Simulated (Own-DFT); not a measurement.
GaP (zincblende, strongly disordered by large displacements), InAs (zincblende, strongly disordered by large displacements) (calculated)

All values are calculated (Own-DFT development build). A calculation, not a measurement: plane-wave PBE density functional theory by an unreviewed code, no spin, of a simulated periodic cell, stress positive in tension, free energy of the whole cell less one offset for each atom, forces on such cells passed a denser k mesh, this cell's mesh not checked; broken bonds can close the gap or carry spin, so checks made on this kind of crystal may not hold here; offsets are fitted by least squares, one for each functional and potential file, so energies compare only between cells with the same atoms and settings and are not formation energies; the far tail of each file's local potential was reset to the Coulomb form; each entry is a single point on an unrelaxed cell, so the pressure reflects the starting lattice, mostly measured values (interpolated for alloys), from which strain is counted, and rises with the displacements; printed positions are rounded, which can move forces by about a meV/angstrom; the program, named Own-DFT, is a retired in-house code; no spin-orbit coupling.

Settings shared by all entries: functional PBE; potential files PseudoDojo norm-conserving, scalar-relativistic, standard set; wave cutoff 42 hartree; occupations Fermi-Dirac; smearing width 0.1 eV; k mesh 3 x 3 x 3 centred on Gamma.

(1) GaP (zincblende, strongly disordered by large displacements)

```
GaP
1.0
     10.9010     0.0000     0.0000
      0.0000    10.9010     0.0000
      0.0000     0.0000    10.9010
Ga P Ga P Ga P Ga P Ga P Ga P Ga P Ga P
4 4 4 4 4 4 4 4 4 4 4 4 4 4 4 4
Direct
  0.02497 0.95898 0.92958
  0.94421 0.28784 0.27335
  0.21675 0.07541 0.29045
  0.24213 0.23765 0.07366
  0.10111 0.01338 0.13979
  0.22349 0.38493 0.37025
  0.37860 0.12287 0.34532
  0.36516 0.34584 0.14930
  0.03400 0.00314 0.53308
  0.96337 0.19107 0.73955
  0.24503 0.96419 0.73389
  0.25421 0.26965 0.51817
  0.09972 0.20492 0.62849
  0.12500 0.37545 0.90141
  0.33805 0.14371 0.88931
  0.34445 0.39557 0.61939
  0.96562 0.48646 0.95346
  0.00493 0.76615 0.20186
  0.22314 0.53583 0.22567
  0.22077 0.76223 0.02014
  0.10871 0.61686 0.10777
  0.09390 0.86909 0.35469
  0.41554 0.64884 0.35631
  0.37075 0.81346 0.14723
  0.00442 0.49238 0.51639
  0.01615 0.75560 0.79022
  0.22966 0.52587 0.77573
  0.23557 0.73809 0.47946
  0.19513 0.64952 0.62902
  0.17513 0.88196 0.87528
  0.32812 0.61488 0.89502
  0.34862 0.83335 0.67954
  0.49447 0.02429 0.00195
  0.49482 0.24316 0.24447
  0.75802 0.03661 0.25171
  0.78591 0.27754 0.90226
  0.62399 0.08007 0.11131
  0.58228 0.37941 0.33117
  0.92511 0.11057 0.39572
  0.86946 0.40269 0.16243
  0.55291 0.97635 0.48119
  0.49216 0.24791 0.73613
  0.77102 0.00853 0.74160
  0.74773 0.22012 0.50727
  0.66480 0.05741 0.60572
  0.62330 0.36486 0.84608
  0.89934 0.13995 0.89808
  0.84845 0.37236 0.60605
  0.47321 0.49992 0.02918
  0.58707 0.72756 0.27322
  0.71952 0.45629 0.24301
  0.72580 0.74503 0.99714
  0.61529 0.63368 0.08221
  0.63249 0.91521 0.28850
  0.86583 0.57836 0.34745
  0.87569 0.87810 0.15076
  0.50597 0.48993 0.47596
  0.48112 0.73679 0.77664
  0.74699 0.48306 0.79635
  0.78155 0.77312 0.50217
  0.60059 0.64862 0.63502
  0.59659 0.83640 0.91578
  0.88802 0.64257 0.85529
  0.85550 0.88467 0.64480
```

```
hardware                          : one NVIDIA H100
free energy of cell above offsets : 38.457 eV
pressure                          : 17.65 GPa
stress xx                         : -20.47 GPa
stress yy                         : -16.13 GPa
stress zz                         : -16.37 GPa
stress yz                         : 2.79 GPa
stress xz                         : -1.2 GPa
stress xy                         : -0.83 GPa
wall time                         : 645.2 s
```

Force:
| element | x (eV/Å) | y (eV/Å) | z (eV/Å) |
| --- | --- | --- | --- |
| Ga | -7.071 | 3.536 | 3.996 |
| Ga | 3.832 | -4.954 | 4.842 |
| Ga | -5.273 | -2.434 | -1.606 |
| Ga | -5.164 | -3.864 | -4.071 |
| P | -0.359 | 0.787 | -1.187 |
| P | -2.641 | 2.193 | -3.09 |
| P | 4.737 | -0.651 | 5.623 |
| P | 1.845 | 6.85 | 0.001 |
| Ga | 0.564 | -1.333 | 1.054 |
| Ga | -2.333 | 3.083 | -2.121 |
| Ga | -1.343 | 10.24 | -2.893 |
| Ga | -0.247 | -4.71 | -1.132 |
| P | 4.407 | -1.841 | -3.468 |
| P | 0.714 | -1.171 | -0.652 |
| P | 1.257 | -1.012 | -0.586 |
| P | 4.437 | 2.609 | 3.061 |
| Ga | 0.093 | -1.049 | 1.896 |
| Ga | 3.072 | -4.709 | 2.422 |
| Ga | 4.307 | -2.027 | 3.828 |
| Ga | 1.802 | -1.514 | 1.346 |
| P | -4.221 | 0.776 | -3.396 |
| P | 2.418 | 0.481 | 2.754 |
| P | -2.309 | -0.176 | 0.016 |
| P | 1.036 | 1.489 | 0.828 |
| Ga | 0.696 | 0.387 | -0.678 |
| Ga | 3.333 | 3.057 | -3.787 |
| Ga | -2.88 | -5.982 | -2.573 |
| Ga | 2.053 | 3.781 | -6.479 |
| P | -4.053 | -1.436 | 3.905 |
| P | 1.443 | -4.577 | 1.303 |
| P | 5.688 | 2.983 | 4.655 |
| P | 2.352 | -3.575 | -6.062 |
| Ga | -5.251 | -2.929 | -4.318 |
| Ga | 1.398 | -4.572 | -2.316 |
| Ga | 7.513 | 3.911 | 0.253 |
| Ga | -2.115 | 3.977 | 2.194 |
| P | 3.003 | 4.489 | 3.026 |
| P | -0.085 | -0.701 | 4.937 |
| P | -2.75 | 2.093 | -2.099 |
| P | 3.139 | 2.261 | -8.522 |
| Ga | -3.772 | -2.259 | -3.146 |
| Ga | -1.802 | -0.636 | -0.685 |
| Ga | 0.195 | 2.355 | 9.226 |
| Ga | 0.584 | 0.41 | -1.306 |
| P | -3.109 | 4.892 | -1.151 |
| P | -6.852 | -2.796 | 2.86 |
| P | 1.125 | -7.637 | 5.062 |
| P | 0.088 | 0.183 | 1.903 |
| Ga | -1.572 | -1.219 | -1.194 |
| Ga | -0.279 | -1.865 | -0.654 |
| Ga | -1.562 | 5.099 | 0.01 |
| Ga | 10.37 | 1.236 | 0.106 |
| P | -2.539 | -4.725 | 4.932 |
| P | -4.583 | -2.646 | 2.836 |
| P | 0.508 | 1.606 | 0.918 |
| P | -5.117 | 3.536 | -4.405 |
| Ga | -1.567 | 1.798 | 3.003 |
| Ga | 1.324 | -2.179 | 1.953 |
| Ga | 4.617 | 5.646 | -4.578 |
| Ga | -1.759 | -2.964 | -2.317 |
| P | 1.773 | -1.524 | -1.49 |
| P | -4.727 | 5.707 | -3.576 |
| P | -5.046 | -2.14 | 2.053 |
| P | 6.661 | -3.649 | -1.264 |

(2) InAs (zincblende, strongly disordered by large displacements)

```
InAs
1.0
     12.1166     0.0000     0.0000
      0.0000    12.1166     0.0000
      0.0000     0.0000    12.1166
In As In As In As In As In As In As In As In As
4 4 4 4 4 4 4 4 4 4 4 4 4 4 4 4
Direct
  0.04645 0.00190 0.99769
  0.00724 0.22961 0.22933
  0.23574 0.98528 0.22136
  0.25246 0.26375 0.98280
  0.13587 0.15478 0.11299
  0.10552 0.39778 0.38394
  0.36713 0.10717 0.39155
  0.38378 0.35103 0.13025
  0.01879 0.98594 0.51735
  0.98647 0.25142 0.75485
  0.23861 0.01277 0.76789
  0.27758 0.24526 0.51867
  0.12727 0.10527 0.64014
  0.08856 0.37100 0.86835
  0.36433 0.15611 0.86501
  0.38440 0.39158 0.60871
  0.01073 0.49265 0.99738
  0.99464 0.75116 0.27132
  0.25185 0.51812 0.24028
  0.25293 0.75173 0.01133
  0.11631 0.62650 0.12267
  0.08587 0.86473 0.36847
  0.38351 0.60996 0.37461
  0.40815 0.87109 0.13899
  0.01118 0.50521 0.48607
  0.98050 0.72381 0.74930
  0.26029 0.47480 0.76733
  0.25978 0.73534 0.51427
  0.15258 0.63358 0.60810
  0.12924 0.83665 0.88299
  0.36967 0.59709 0.89477
  0.38162 0.88862 0.62323
  0.50819 0.98347 0.98261
  0.52026 0.24613 0.28123
  0.72961 0.99877 0.24088
  0.73088 0.20670 0.98335
  0.62702 0.09589 0.11634
  0.63165 0.39764 0.42631
  0.86209 0.13856 0.34511
  0.88643 0.37671 0.10175
  0.49822 0.03044 0.47962
  0.50547 0.24323 0.73904
  0.72175 0.97811 0.75495
  0.79850 0.23791 0.51284
  0.59595 0.10550 0.63710
  0.62703 0.37174 0.88450
  0.86250 0.17356 0.86783
  0.89752 0.35830 0.61363
  0.49535 0.51530 0.01595
  0.47575 0.75753 0.24405
  0.73819 0.50503 0.24526
  0.73095 0.75181 0.01526
  0.58582 0.62941 0.12225
  0.64500 0.89060 0.37766
  0.88309 0.63544 0.37647
  0.84051 0.90269 0.11985
  0.49804 0.50531 0.49001
  0.49119 0.72051 0.72387
  0.74860 0.50909 0.75089
  0.73238 0.73030 0.50546
  0.61620 0.62622 0.62469
  0.58422 0.88244 0.86897
  0.87131 0.62787 0.83748
  0.86598 0.87853 0.62330
```

```
hardware                          : one NVIDIA H200
free energy of cell above offsets : 8.617 eV
pressure                          : 11.05 GPa
stress xx                         : -11.09 GPa
stress yy                         : -10.29 GPa
stress zz                         : -11.76 GPa
stress yz                         : -0.65 GPa
stress xz                         : 1.75 GPa
stress xy                         : 0.17 GPa
wall time                         : 1168 s
```

Force:
| element | x (eV/Å) | y (eV/Å) | z (eV/Å) |
| --- | --- | --- | --- |
| In | -2.105 | -0.444 | -0.395 |
| In | -2.348 | 3.384 | 2.504 |
| In | 0.042 | 0.117 | 1.202 |
| In | -0.822 | 2.11 | 0.742 |
| As | 2.323 | -2.593 | -1.028 |
| As | 5.616 | -6.211 | -5.505 |
| As | -5.685 | 3.246 | -5.531 |
| As | -0.052 | 1.478 | 0.501 |
| In | -1.691 | 0.459 | -0.594 |
| In | 2.538 | -1.122 | -3.358 |
| In | 1.872 | -2.789 | 1.405 |
| In | -2.363 | -0.091 | -0.543 |
| As | -1.011 | 3.261 | -1.341 |
| As | 4.254 | 0.351 | -0.247 |
| As | 1.286 | -2.604 | -0.275 |
| As | -0.365 | -0.882 | 2.669 |
| In | -1.057 | 2.671 | 0.463 |
| In | -3.111 | -2.937 | -6.955 |
| In | -0.294 | -2.295 | 0.226 |
| In | 1.829 | -0.968 | 1.278 |
| As | -0.169 | 1.044 | 0.389 |
| As | 6.523 | 4.967 | 3.275 |
| As | -1.691 | 2.862 | -1.33 |
| As | -6.222 | 7.542 | -7.283 |
| In | -3.63 | 4.372 | 4.845 |
| In | 7.226 | 6.445 | -6.305 |
| In | -1.179 | 0.066 | -1.049 |
| In | 4.824 | 5.457 | -4.507 |
| As | -6.062 | -5.328 | 5.647 |
| As | -1.089 | 2.16 | -1.859 |
| As | -1.301 | 2.612 | -2.176 |
| As | -0.401 | -0.556 | 0.078 |
| In | -5.234 | 6.685 | 6.273 |
| In | -0.186 | 0.165 | -0.326 |
| In | 1.668 | 0.754 | 3.157 |
| In | -3.339 | 2.844 | 3.678 |
| As | -3.366 | 2.983 | -0.846 |
| As | 4.564 | -4.242 | -3.423 |
| As | 0.217 | -1.356 | 0.435 |
| As | -2.346 | -1.211 | 1.651 |
| In | 5.33 | -5.142 | 3.008 |
| In | -0.464 | 3.178 | 0.92 |
| In | 1.835 | 1.204 | -0.526 |
| In | -3.718 | -2.362 | -1.806 |
| As | 3.191 | -0.28 | -0.917 |
| As | -0.655 | 0.58 | -0.387 |
| As | 1.882 | -5.528 | -1.336 |
| As | 0.756 | 5.042 | 1.418 |
| In | -1.166 | -6.461 | -2.055 |
| In | 4.947 | -6.563 | 8.39 |
| In | 0.594 | -0.381 | 0.163 |
| In | 0.047 | 0.294 | -0.961 |
| As | 4.876 | 2.862 | 3.56 |
| As | -2.655 | -2.051 | 1.91 |
| As | -3.23 | -2.227 | 1.32 |
| As | 4.221 | -2.545 | -2.492 |
| In | -1.382 | 2.237 | 1.947 |
| In | -3.891 | 3.218 | 3.335 |
| In | -1.609 | -3.393 | -1.273 |
| In | 2.114 | 2.31 | -1.594 |
| As | 1.907 | -3.418 | -0.974 |
| As | 4.421 | -8.064 | -6.183 |
| As | -4.775 | -4.095 | 8.512 |
| As | -0.24 | -0.82 | 0.476 |

(3) InAs (zincblende, strongly disordered by large displacements)

```
InAs
1.0
     12.1166     0.0000     0.0000
      0.0000    12.1166     0.0000
      0.0000     0.0000    12.1166
In As In As In As In As In As In As In As In As
4 4 4 4 4 4 4 4 4 4 4 4 4 4 4 4
Direct
  0.97066 0.03549 0.96782
  0.04304 0.28210 0.24707
  0.24702 0.98926 0.24348
  0.26672 0.23098 0.96164
  0.16143 0.08942 0.13412
  0.13897 0.36796 0.44016
  0.35136 0.11778 0.36506
  0.37303 0.39119 0.17474
  0.02006 0.00946 0.49832
  0.01214 0.20394 0.73004
  0.27513 0.98318 0.80484
  0.28056 0.25759 0.49353
  0.15612 0.09565 0.62594
  0.13147 0.32679 0.84138
  0.37682 0.11397 0.84944
  0.34369 0.36872 0.63997
  0.02487 0.51095 0.04807
  0.99478 0.72647 0.25773
  0.26635 0.51129 0.23498
  0.23545 0.73375 0.01324
  0.14660 0.60576 0.13489
  0.15418 0.91861 0.36927
  0.37369 0.64607 0.39681
  0.39227 0.87598 0.14458
  0.92336 0.48792 0.51426
  0.06476 0.72773 0.75743
  0.23036 0.50527 0.76156
  0.23794 0.75751 0.54229
  0.14293 0.62269 0.59347
  0.14875 0.87263 0.92024
  0.44869 0.62639 0.88215
  0.39079 0.84284 0.58592
  0.52105 0.04130 0.98605
  0.47659 0.25945 0.24332
  0.73000 0.00962 0.19936
  0.74982 0.21767 0.01647
  0.52001 0.09706 0.14831
  0.61955 0.37105 0.38094
  0.89046 0.12647 0.31928
  0.88481 0.41932 0.08577
  0.50333 0.99422 0.50732
  0.52285 0.23254 0.77901
  0.75409 0.96920 0.76810
  0.77669 0.29690 0.46667
  0.63064 0.07668 0.66582
  0.65683 0.34273 0.89043
  0.85171 0.11134 0.87019
  0.83102 0.34873 0.62093
  0.48434 0.53754 0.02452
  0.53050 0.73214 0.20392
  0.78522 0.50593 0.22066
  0.75935 0.76402 0.97891
  0.66434 0.59962 0.14625
  0.56854 0.83886 0.34952
  0.88385 0.61913 0.33262
  0.85459 0.88906 0.11115
  0.47270 0.53797 0.51514
  0.50809 0.74415 0.75765
  0.76645 0.51479 0.78862
  0.74121 0.75118 0.46244
  0.61448 0.62958 0.65234
  0.64705 0.84959 0.88145
  0.87342 0.59177 0.90343
  0.86493 0.91092 0.65269
```

```
hardware                          : one NVIDIA H200
free energy of cell above offsets : 40.380 eV
pressure                          : 16.73 GPa
stress xx                         : -16.87 GPa
stress yy                         : -16.27 GPa
stress zz                         : -17.05 GPa
stress yz                         : 0.87 GPa
stress xz                         : -2.54 GPa
stress xy                         : 0.61 GPa
wall time                         : 1210 s
```

Force:
| element | x (eV/Å) | y (eV/Å) | z (eV/Å) |
| --- | --- | --- | --- |
| In | 7.723 | -5.224 | 6.98 |
| In | -0.131 | -0.588 | 0.177 |
| In | 8.852 | -2.427 | -1.172 |
| In | -1.305 | 0.864 | 3.448 |
| As | -6.066 | 7.735 | -8.15 |
| As | -4.17 | 3.301 | -2.631 |
| As | 2.624 | 0.177 | 1.016 |
| As | 2.525 | -2.304 | -7.33 |
| In | -2.437 | 0.148 | -0.297 |
| In | -1.754 | 0.014 | -0.634 |
| In | -5.112 | -7.1 | -4.562 |
| In | 1.211 | -3.398 | 0.341 |
| As | 1.399 | 0.072 | 0.677 |
| As | -0.399 | 2.232 | 1.162 |
| As | 5.737 | 4.962 | 1.507 |
| As | 3.156 | 1.458 | 1.882 |
| In | 3.1 | 0.4 | -6.164 |
| In | 6.869 | 7.821 | -4.028 |
| In | -2.111 | 3.502 | 7.989 |
| In | 4.288 | -0.863 | 0.783 |
| As | 0.221 | 5.866 | 1.572 |
| As | -5.778 | -6.91 | 7.314 |
| As | -2.072 | 1.999 | -3.579 |
| As | -0.195 | -0.553 | -2.098 |
| In | 2.752 | 1.98 | -1.217 |
| In | -1.65 | 1.133 | 1.053 |
| In | 0.532 | 0.206 | 0.392 |
| In | 0.056 | 4.877 | -5.03 |
| As | -5.837 | -7.799 | 2.199 |
| As | -3.385 | 1.971 | -1.951 |
| As | -6.029 | 0.505 | -3.411 |
| As | 4.264 | 2.259 | 3.723 |
| In | 0.399 | -4.456 | -8.732 |
| In | 3.268 | -1.524 | 4.161 |
| In | -1.897 | 1.959 | 2.075 |
| In | 0.157 | -0.08 | 2.502 |
| As | 1.879 | 0.392 | 7.799 |
| As | -2.222 | 1.566 | -1.444 |
| As | -0.415 | 0.439 | 1.173 |
| As | -5.594 | -8.741 | -0.214 |
| In | 0.382 | 1.319 | -0.968 |
| In | 0.523 | 1.164 | -2.317 |
| In | -4.683 | 1.695 | 5.683 |
| In | -1.741 | -5.681 | -8.524 |
| As | -2.229 | 2.732 | -2.653 |
| As | -1.067 | 2.284 | -0.392 |
| As | -4.265 | 5.709 | -5.615 |
| As | 2.931 | 1.537 | 10.74 |
| In | 2.563 | -5.81 | 7.852 |
| In | -2.093 | -1.979 | -2.266 |
| In | 2.322 | -7.21 | 5.322 |
| In | 5.747 | -6.046 | 5.435 |
| As | -7.148 | 5.168 | -6.523 |
| As | 2.322 | 3.643 | 4.573 |
| As | -4.063 | -3.374 | 8.269 |
| As | 3.321 | -1.559 | -0.358 |
| In | 2.064 | -3.663 | 2.469 |
| In | -0.695 | 6.415 | -2.438 |
| In | -5.799 | -3.988 | -5.963 |
| In | -0.295 | 0.48 | 1.085 |
| As | 3.713 | -2.832 | -2.964 |
| As | -8.327 | 4.537 | -3.465 |
| As | 5.825 | 4.635 | 4.402 |
| As | 8.239 | -5.047 | -8.659 |

(4) GaP (zincblende, strongly disordered by large displacements)

```
GaP
1.0
     10.9010     0.0000     0.0000
      0.0000    10.9010     0.0000
      0.0000     0.0000    10.9010
Ga P Ga P Ga P Ga P Ga P Ga P Ga P Ga P
4 4 4 4 4 4 4 4 4 4 4 4 4 4 4 4
Direct
  0.99716 0.99173 0.97419
  0.98133 0.24526 0.24962
  0.26677 0.99192 0.24071
  0.29047 0.23454 0.98377
  0.15489 0.11921 0.14104
  0.12206 0.39095 0.40640
  0.36627 0.14542 0.37750
  0.35742 0.37562 0.12898
  0.04598 0.00097 0.49551
  0.99859 0.24029 0.75878
  0.24111 0.97624 0.74898
  0.25958 0.27564 0.49506
  0.11688 0.11787 0.61832
  0.12893 0.38382 0.85139
  0.36293 0.12136 0.83739
  0.38681 0.40691 0.64009
  0.98812 0.48458 0.03225
  0.01071 0.73308 0.27983
  0.26418 0.51077 0.23815
  0.28382 0.74445 0.98409
  0.15375 0.57611 0.11342
  0.12233 0.86577 0.36678
  0.36815 0.62983 0.38092
  0.39186 0.88215 0.13231
  0.02666 0.51502 0.48772
  0.05274 0.77789 0.75343
  0.25139 0.51510 0.75320
  0.26221 0.74377 0.46846
  0.12087 0.61313 0.64904
  0.15287 0.88263 0.88120
  0.38540 0.62066 0.89485
  0.39131 0.86470 0.64905
  0.49173 0.98121 0.02711
  0.50072 0.24651 0.26639
  0.70514 0.00910 0.24891
  0.73736 0.25495 0.03324
  0.63945 0.13494 0.12201
  0.63289 0.36084 0.39594
  0.87258 0.13805 0.34209
  0.86839 0.36272 0.11890
  0.50727 0.97082 0.48780
  0.49308 0.22728 0.73970
  0.74964 0.98169 0.73854
  0.74582 0.26073 0.50770
  0.60844 0.12033 0.63972
  0.63180 0.40227 0.86706
  0.86114 0.12408 0.86881
  0.88104 0.35855 0.62543
  0.52381 0.50701 0.98828
  0.47376 0.75200 0.22301
  0.77059 0.45417 0.23714
  0.77259 0.72996 0.00050
  0.63656 0.60347 0.13085
  0.60733 0.89631 0.36009
  0.84811 0.62230 0.35330
  0.87905 0.90538 0.11085
  0.51874 0.48108 0.51142
  0.50612 0.73219 0.76657
  0.76898 0.47894 0.76200
  0.75815 0.76555 0.52865
  0.64314 0.62277 0.62315
  0.65366 0.85057 0.87048
  0.86220 0.60101 0.85449
  0.88976 0.88408 0.62365
```

```
hardware                          : one NVIDIA H100
free energy of cell above offsets : 3.968 eV
pressure                          : 11.89 GPa
stress xx                         : -11.54 GPa
stress yy                         : -12.67 GPa
stress zz                         : -11.46 GPa
stress yz                         : -0.08 GPa
stress xz                         : 3.39 GPa
stress xy                         : 0.38 GPa
wall time                         : 569.6 s
```

Force:
| element | x (eV/Å) | y (eV/Å) | z (eV/Å) |
| --- | --- | --- | --- |
| Ga | 0.541 | 1.885 | 0.751 |
| Ga | 5.87 | 2.941 | -2.343 |
| Ga | -1.129 | 0.725 | 2.762 |
| Ga | -2.841 | 1.36 | 1.446 |
| P | -2.393 | 1.814 | -2.961 |
| P | 3.033 | -4.662 | -6.168 |
| P | 0.316 | -3.164 | 0.648 |
| P | 3.919 | -1.673 | -1.086 |
| Ga | -4.238 | -1.764 | -2.596 |
| Ga | 0.104 | 0.308 | -0.622 |
| Ga | 2.165 | 3.289 | -4.52 |
| Ga | 0.149 | -0.412 | 2.185 |
| P | 3.292 | 3.143 | 3.256 |
| P | -0.51 | -1.864 | 2.728 |
| P | 0.206 | -2.083 | 2.415 |
| P | -0.644 | -2.984 | -0.025 |
| Ga | 1.828 | 2.121 | -4.48 |
| Ga | -1.857 | -1.443 | -3.322 |
| Ga | 2.077 | -2.082 | 6.154 |
| Ga | -3.601 | 2.867 | 3.356 |
| P | -4.572 | 5.432 | -3.797 |
| P | 2.772 | 1.309 | 0.197 |
| P | 5.329 | -4.487 | -3.805 |
| P | -7.068 | -1.097 | -0.312 |
| Ga | -5.862 | 4.554 | 3.625 |
| Ga | -3.514 | -2.334 | -2.012 |
| Ga | 1.639 | -0.662 | 1.406 |
| Ga | -3.883 | 4.092 | 5.519 |
| P | -0.749 | 2.632 | -2.721 |
| P | -1.318 | -1.577 | 5.077 |
| P | 1.393 | -2.69 | -3.493 |
| P | -0.681 | -0.333 | -2.554 |
| Ga | 6.049 | 5.372 | -7.126 |
| Ga | 0.331 | 1.175 | -1.748 |
| Ga | 5.535 | 0.771 | -0.685 |
| Ga | 1.424 | 2.3 | -7.235 |
| P | -6.967 | -2.661 | 1.392 |
| P | -1.585 | 1.738 | -4.343 |
| P | -4.247 | -4.97 | 5.423 |
| P | 4.428 | -2.994 | -1.681 |
| Ga | -4.494 | 4.494 | 5.905 |
| Ga | -0.526 | 4.924 | 1.227 |
| Ga | -0.497 | 1.729 | 0.816 |
| Ga | 2.195 | -3.765 | 2.067 |
| P | 3.761 | -2.73 | -3.962 |
| P | -1.913 | -5.668 | 0.945 |
| P | 0.175 | 0.012 | 0.692 |
| P | 0.712 | 1.357 | -0.217 |
| Ga | -1.554 | -0.298 | 2.756 |
| Ga | 4.841 | -6.073 | 4.798 |
| Ga | -4.929 | 4.714 | 5.539 |
| Ga | 0.206 | 0.43 | 0.644 |
| P | -0.125 | 1.537 | 0.682 |
| P | 2.047 | -6.698 | -1.709 |
| P | 1.298 | 0.131 | 1.752 |
| P | -1.146 | -3.071 | 2.02 |
| Ga | 0.276 | 2.787 | -0.561 |
| Ga | 1.428 | 0.224 | -0.912 |
| Ga | -0.803 | -2.318 | -5.713 |
| Ga | -0.619 | -1.161 | -2.243 |
| P | -1.09 | -0.667 | 0.787 |
| P | -2.069 | 0.547 | 1.299 |
| P | 5.662 | 5.274 | 4.864 |
| P | 2.425 | 0.397 | -0.185 |
